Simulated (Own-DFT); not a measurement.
SiC (4H silicon carbide, atoms displaced), SiC (2H silicon carbide, atoms displaced), Si3N4 (beta silicon nitride, strained, atoms displaced) (calculated)

Computed with Own-DFT development build. A calculation, not a measurement: plane-wave PBE density functional theory by an unreviewed code, no spin, of a simulated periodic cell, stress positive in tension, free energy of the whole cell less one offset for each atom, forces on such cells passed a denser k mesh, this cell's mesh not checked; offsets are fitted by least squares, one for each functional and potential file, so energies compare only between cells with the same atoms and settings and are not formation energies; the far tail of each file's local potential was reset to the Coulomb form; each entry is a single point on an unrelaxed cell, so the pressure reflects the starting lattice, mostly measured values (interpolated for alloys), from which strain is counted, and rises with the displacements; printed positions are rounded, which can move forces by about a meV/angstrom; the program, named Own-DFT, is a retired in-house code; no spin-orbit coupling.

Settings shared by all entries: functional PBE; potential files PseudoDojo norm-conserving, scalar-relativistic, standard set; wave cutoff 42 hartree; occupations Fermi-Dirac; smearing width 0.1 eV.

(1) SiC (4H silicon carbide, atoms displaced)

```cif
# cell vector a (Å): 6.1654 0.0000 0.0000
# cell vector b (Å): -3.0827 5.3394 0.0000
# cell vector c (Å): 0.0000 0.0000 10.0681
data_SiC
_symmetry_space_group_name_H-M 'P 1'
_symmetry_Int_Tables_number 1
_cell_length_a 6.1654
_cell_length_b 6.1654
_cell_length_c 10.0681
_cell_angle_alpha 90.000
_cell_angle_beta 90.000
_cell_angle_gamma 120.000
_cell_volume 331.44
loop_
_atom_site_label
_atom_site_type_symbol
_atom_site_fract_x
_atom_site_fract_y
_atom_site_fract_z
_atom_site_occupancy
Si1 Si 0.01403 0.99442 0.39053 1
Si2 Si 0.15129 0.31472 0.14807 1
C1 C 0.98890 0.99745 0.08861 1
C2 C 0.16262 0.34792 0.35834 1
Si3 Si 0.99661 0.48269 0.38395 1
Si4 Si 0.15333 0.84373 0.15304 1
C3 C 0.99018 0.49539 0.09813 1
C4 C 0.19161 0.81891 0.34400 1
Si5 Si 0.49064 0.98848 0.41893 1
Si6 Si 0.65034 0.32002 0.15845 1
C5 C 0.46747 0.97724 0.08133 1
C6 C 0.65122 0.34504 0.34295 1
Si7 Si 0.47655 0.49260 0.40775 1
Si8 Si 0.65282 0.84543 0.15733 1
C7 C 0.48306 0.49618 0.09179 1
C8 C 0.65914 0.82432 0.36451 1
Si9 Si 0.98742 0.00148 0.90931 1
Si10 Si 0.80894 0.66154 0.66040 1
C9 C 0.01635 0.99845 0.59776 1
C10 C 0.81061 0.66835 0.83244 1
Si11 Si 0.98405 0.45833 0.89794 1
Si12 Si 0.82173 0.17575 0.66515 1
C11 C 0.97943 0.46914 0.60243 1
C12 C 0.81399 0.16689 0.84586 1
Si13 Si 0.49709 0.01420 0.90495 1
Si14 Si 0.35172 0.64968 0.65019 1
C13 C 0.51134 0.99442 0.59542 1
C14 C 0.32536 0.65828 0.83156 1
Si15 Si 0.51062 0.55321 0.90927 1
Si16 Si 0.35756 0.19268 0.65617 1
C15 C 0.50588 0.50577 0.58443 1
C16 C 0.36953 0.17189 0.83656 1
```

* hardware: one NVIDIA H100
* k mesh: 5 x 5 x 3 centred on Gamma
* free energy of cell above offsets: 4.325 eV
* pressure: 10.4 GPa
* stress xx: -11.05 GPa
* stress yy: -9.7 GPa
* stress zz: -10.46 GPa
* stress yz: 0.2 GPa
* stress xz: -1.61 GPa
* stress xy: 1.46 GPa
* wall time: 121.6 s

Force:
```
element  x (eV/Å)  y (eV/Å)  z (eV/Å)
     Si     -1.17    -0.303     4.668
     Si    -0.207     3.513     1.543
      C    -1.202    -0.701     1.467
      C     4.003    -5.718    -4.726
     Si    -6.208     2.321     4.795
     Si     2.169    -2.838     0.483
      C    -0.505    -0.668    -1.201
      C    -3.856     0.729    -1.966
     Si     1.994     2.397    -0.967
     Si    -0.846     0.794    -1.295
      C     0.904     2.106     2.329
      C      1.41    -2.291    -0.254
     Si     2.623     1.184    -0.622
     Si    -0.033     -2.53     1.173
      C     0.862     0.795     0.675
      C      0.79     1.787    -3.896
     Si     2.118    -0.373    -3.836
     Si     4.528     1.909    -3.323
      C    -0.996     0.396    -0.623
      C     1.983     0.984     4.439
     Si    -1.001     8.016     1.982
     Si     3.038    -3.724    -2.014
      C     0.267     5.262    -2.468
      C      2.04     -4.38    -0.165
     Si     0.996    -3.503    -0.425
     Si    -5.765     1.632     0.641
      C      -1.8    -0.177     0.956
      C    -1.606     0.869     1.635
     Si      1.55    -4.704     0.012
     Si    -0.764    -4.099    -0.235
      C      0.89    -1.544     0.471
      C    -6.208     2.859     0.745
```

(2) SiC (2H silicon carbide, atoms displaced)

```cif
# cell vector a (Å): 6.1654 0.0000 0.0000
# cell vector b (Å): -3.0827 5.3394 0.0000
# cell vector c (Å): 0.0000 0.0000 10.0681
data_SiC
_symmetry_space_group_name_H-M 'P 1'
_symmetry_Int_Tables_number 1
_cell_length_a 6.1654
_cell_length_b 6.1654
_cell_length_c 10.0681
_cell_angle_alpha 90.000
_cell_angle_beta 90.000
_cell_angle_gamma 120.000
_cell_volume 331.44
loop_
_atom_site_label
_atom_site_type_symbol
_atom_site_fract_x
_atom_site_fract_y
_atom_site_fract_z
_atom_site_occupancy
Si1 Si 0.00048 0.00081 0.99901 1
Si2 Si 0.17833 0.33691 0.24572 1
C1 C 0.99795 0.99850 0.19119 1
C2 C 0.16721 0.33004 0.43718 1
Si3 Si 0.00421 0.99706 0.50309 1
Si4 Si 0.16698 0.33358 0.75285 1
C3 C 0.99081 0.00210 0.69523 1
C4 C 0.16765 0.32998 0.93882 1
Si5 Si 0.00253 0.50079 0.00275 1
Si6 Si 0.16414 0.82786 0.24836 1
C5 C 0.99905 0.49629 0.18779 1
C6 C 0.17107 0.83279 0.44030 1
Si7 Si 0.00229 0.50174 0.50458 1
Si8 Si 0.17107 0.82867 0.74770 1
C7 C 0.99505 0.49356 0.68698 1
C8 C 0.16995 0.83940 0.93891 1
Si9 Si 0.49799 0.98674 0.00189 1
Si10 Si 0.66579 0.33187 0.25192 1
C9 C 0.51104 0.01079 0.18560 1
C10 C 0.67410 0.33322 0.43959 1
Si11 Si 0.49670 0.99848 0.50552 1
Si12 Si 0.66226 0.32397 0.74882 1
C11 C 0.49699 0.00436 0.68781 1
C12 C 0.66984 0.33260 0.93838 1
Si13 Si 0.49581 0.49676 0.00279 1
Si14 Si 0.67213 0.83566 0.25378 1
C13 C 0.51586 0.51496 0.18324 1
C14 C 0.66170 0.83200 0.43120 1
Si15 Si 0.50330 0.49477 0.50098 1
Si16 Si 0.65986 0.82865 0.75129 1
C15 C 0.49567 0.50157 0.68792 1
C16 C 0.66448 0.83715 0.94065 1
```

* hardware: one NVIDIA H100
* k mesh: 5 x 5 x 3 centred on Gamma
* free energy of cell above offsets: -4.648 eV
* pressure: 3.71 GPa
* stress xx: -1.8 GPa
* stress yy: -2.71 GPa
* stress zz: -6.62 GPa
* stress yz: -1.04 GPa
* stress xz: 0.48 GPa
* stress xy: -0.65 GPa
* wall time: 121.5 s

Force:
```
element  x (eV/Å)  y (eV/Å)  z (eV/Å)
     Si    -0.148    -0.377     0.621
     Si    -0.573    -0.175     0.918
      C     0.916      0.42    -0.871
      C     0.314     0.243     0.192
     Si    -1.191     0.266    -0.458
     Si    -0.249    -0.144     -0.31
      C     1.353    -0.666    -1.121
      C    -0.393     0.651     0.295
     Si    -0.478    -0.076    -0.807
     Si     0.577     0.792     0.318
      C     0.408     0.218     0.401
      C    -0.439    -0.179    -0.123
     Si     0.777    -0.511    -1.348
     Si    -1.804     0.187     0.966
      C     0.238      0.43     0.821
      C     0.278    -1.068    -0.325
     Si    -0.932     2.255    -0.123
     Si     0.357     0.548    -0.357
      C    -0.668    -1.581     0.957
      C    -0.619    -0.205     0.163
     Si     0.912      0.08    -1.768
     Si    -0.423     1.719     1.116
      C     0.654    -1.205     0.164
      C    -0.319    -0.352    -0.081
     Si     1.174     0.332    -1.346
     Si    -0.713     0.676    -1.484
      C    -0.491    -1.358     1.479
      C     0.672    -0.175     3.004
     Si    -0.874     0.612    -0.676
     Si     0.074     0.431     0.424
      C     0.666      -0.5     0.154
      C     0.943    -1.289    -0.796
```

(3) Si3N4 (beta silicon nitride, strained, atoms displaced)

```cif
# cell vector a (Å): 7.4694 0.0696 -0.0289
# cell vector b (Å): -3.6745 6.4412 -0.0874
# cell vector c (Å): -0.0331 -0.1350 8.7774
data_Si3N4
_symmetry_space_group_name_H-M 'P 1'
_symmetry_Int_Tables_number 1
_cell_length_a 7.4698
_cell_length_b 7.4161
_cell_length_c 8.7785
_cell_angle_alpha 91.334
_cell_angle_beta 90.446
_cell_angle_gamma 119.164
_cell_volume 424.43
loop_
_atom_site_label
_atom_site_type_symbol
_atom_site_fract_x
_atom_site_fract_y
_atom_site_fract_z
_atom_site_occupancy
Si1 Si 0.18043 0.76694 0.06799 1
Si2 Si 0.23533 0.40523 0.08203 1
Si3 Si 0.58660 0.82355 0.08076 1
Si4 Si 0.83415 0.24128 0.25243 1
Si5 Si 0.78810 0.60688 0.24436 1
Si6 Si 0.38912 0.17498 0.24552 1
N1 N 0.32572 0.02700 0.08524 1
N2 N 0.96302 0.29637 0.07647 1
N3 N 0.68892 0.66851 0.08244 1
N4 N 0.66443 0.95754 0.24840 1
N5 N 0.03074 0.70362 0.25921 1
N6 N 0.28893 0.33446 0.24566 1
N7 N 0.32623 0.65891 0.07165 1
N8 N 0.66627 0.33201 0.25513 1
Si7 Si 0.15506 0.75621 0.40430 1
Si8 Si 0.23432 0.40500 0.41233 1
Si9 Si 0.59694 0.83135 0.42539 1
Si10 Si 0.83218 0.22383 0.58283 1
Si11 Si 0.78075 0.60042 0.57063 1
Si12 Si 0.41924 0.17296 0.58041 1
N9 N 0.34125 0.03001 0.42950 1
N10 N 0.95317 0.29665 0.42160 1
N11 N 0.69466 0.66671 0.42486 1
N12 N 0.67883 0.96684 0.58624 1
N13 N 0.04595 0.71205 0.58283 1
N14 N 0.29834 0.33571 0.58534 1
N15 N 0.35376 0.67478 0.41723 1
N16 N 0.66366 0.32479 0.59226 1
Si13 Si 0.17833 0.76078 0.74491 1
Si14 Si 0.22978 0.40551 0.74773 1
Si15 Si 0.59129 0.82239 0.75262 1
Si16 Si 0.82554 0.22979 0.91041 1
Si17 Si 0.76377 0.59711 0.91392 1
Si18 Si 0.39817 0.17155 0.92391 1
N17 N 0.34298 0.04122 0.75832 1
N18 N 0.95387 0.29497 0.75954 1
N19 N 0.69435 0.67351 0.75211 1
N20 N 0.66941 0.97084 0.91096 1
N21 N 0.02265 0.69385 0.91388 1
N22 N 0.30578 0.33237 0.91220 1
N23 N 0.33284 0.65958 0.75278 1
N24 N 0.65842 0.32051 0.92008 1
```

- k mesh: 3 x 3 x 3 centred on Gamma
- free energy of cell above offsets: 0.087 eV
- pressure: 17.62 GPa
- stress xx: -21.38 GPa
- stress yy: -16.06 GPa
- stress zz: -15.41 GPa
- stress yz: -7.84 GPa
- stress xz: -4.64 GPa
- stress xy: 2.93 GPa

Force:
```
element  x (eV/Å)  y (eV/Å)  z (eV/Å)
     Si    -2.098    -0.217     1.705
     Si    -2.383    -1.031    -2.829
     Si    -0.121     1.879      -0.6
     Si    -1.572    -3.479    -2.622
     Si    -6.371    -3.276     0.846
     Si     4.245     -0.25     3.376
      N    -0.583    -0.335    -0.245
      N     1.988     0.932     2.396
      N       2.8    -1.181     0.286
      N     0.323     2.577     1.415
      N    -0.401    -0.162    -8.901
      N     1.259    -1.334     0.505
      N     0.854     1.055     0.597
      N     -1.92     1.316    -0.654
     Si     8.143     4.387     9.135
     Si    -1.351     1.433     3.323
     Si     1.376     0.823    -3.166
     Si    -2.736     0.228     2.611
     Si     -0.44     -2.21     4.942
     Si    -3.115     0.731     4.572
      N    -1.654    -2.256    -6.282
      N     4.607     2.292    -1.144
      N     1.303     0.163    -3.929
      N    -0.265     0.215     1.639
      N    -2.079     -1.58    -1.957
      N      1.06    -1.516    -1.872
      N    -5.822    -3.352    -0.631
      N     2.853     3.742    -0.831
     Si     -1.12     3.107     2.022
     Si    -0.449    -2.084      1.13
     Si    -0.869     1.336    -1.348
     Si    -2.627    -1.061     3.449
     Si    -0.448    -2.398    -0.139
     Si     2.434     0.335    -1.183
      N    -0.501    -3.634    -2.565
      N     4.744     2.383    -4.563
      N     3.547    -1.964    -1.586
      N     -0.33    -1.304     2.464
      N     0.838     0.699        -1
      N    -2.071     0.861     1.319
      N    -0.288     1.245     -0.11
      N     -0.76     2.884     0.425
```
